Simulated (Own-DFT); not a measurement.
# One host, several defects: D0_22 TiAl3

The numbers are computed, not measured, by runs of the plane-wave DFT program Own-DFT (in-house, retired, unreviewed) at fixed positions, with no spin and no spin-orbit coupling.

All runs used: PBE; PseudoDojo norm-conserving scalar-relativistic files; cutoff 42 hartree; 4 x 4 x 4 k mesh centred on Gamma; cold (Marzari-Vanderbilt) smearing of 0.2 eV.

Limits: forces on such cells failed a check on a denser k mesh; stress not checked against mesh or cutoff.

All runs share one cell, with vectors in Å (-2.365, -6.981, 4.326); (-7.667, 3.491, 1.442); (-2.950, -3.488, -7.241) and a volume of 625.4 Å³. u is the rms random offset of the atoms per axis. The defect's site can differ from row to row.

| cell | formula | u (Å) | P (GPa) |
|---|---|---|---|
| no defect | Al30Ti10 | 0.0188 | 1.96 |
| no defect | Al30Ti10 | 0.0202 | 1.98 |
| no defect | Al30Ti10 | 0.0486 | 2.64 |
| two Ti on an Al site each | Al28Ti12 | 0.0267 | 3.26 |
| two Ti on an Al site each | Al28Ti12 | 0.0285 | 3.40 |
| two Ti on an Al site each | Al28Ti12 | 0.0490 | 3.88 |
| two Al on a Ti site each | Al32Ti8 | 0.0291 | 2.87 |
| two Al on a Ti site each | Al32Ti8 | 0.0291 | 2.92 |
| two Al on a Ti site each | Al32Ti8 | 0.0524 | ? |
| two Al on a Ti site each | Al32Ti8 | 0.0534 | 3.49 |
| two Al vacancies | Al28Ti10 | 0.0308 | 1.21 |
| two Al vacancies | Al28Ti10 | 0.0429 | 1.55 |
| two Al vacancies | Al28Ti10 | 0.0497 | 1.68 |

## Analysis

P = P0 + c u² + a shift for each defect gives P0 = 1.86 GPa, c = 321 ± 15 GPa/Å² and a scatter of 0.04 GPa. The shifts, and each times the cell's volume:

- two Ti on an Al site each: 1.24 ± 0.03 GPa, 4.8 eV (2.4 eV for each of its 2 sites)
- two Al on a Ti site each: 0.75 ± 0.04 GPa, 2.9 eV (1.5 eV for each of its 2 sites)
- two Al vacancies: -0.94 ± 0.04 GPa, -3.7 eV (-1.8 eV for each of its 2 sites)

Against the defect-free cell, a freed cell would be larger where the shift is positive and smaller where it is negative (160.2 GPa Å³ is 1 eV). The atoms around the defects weren't relaxed, which would change these numbers.

## Check

Asked: what pressure belongs in the blank (two Al on a Ti site each, u = 0.0524 Å)?

Estimate: 3.49 ± 0.05 GPa. The run itself gave 3.50 GPa.
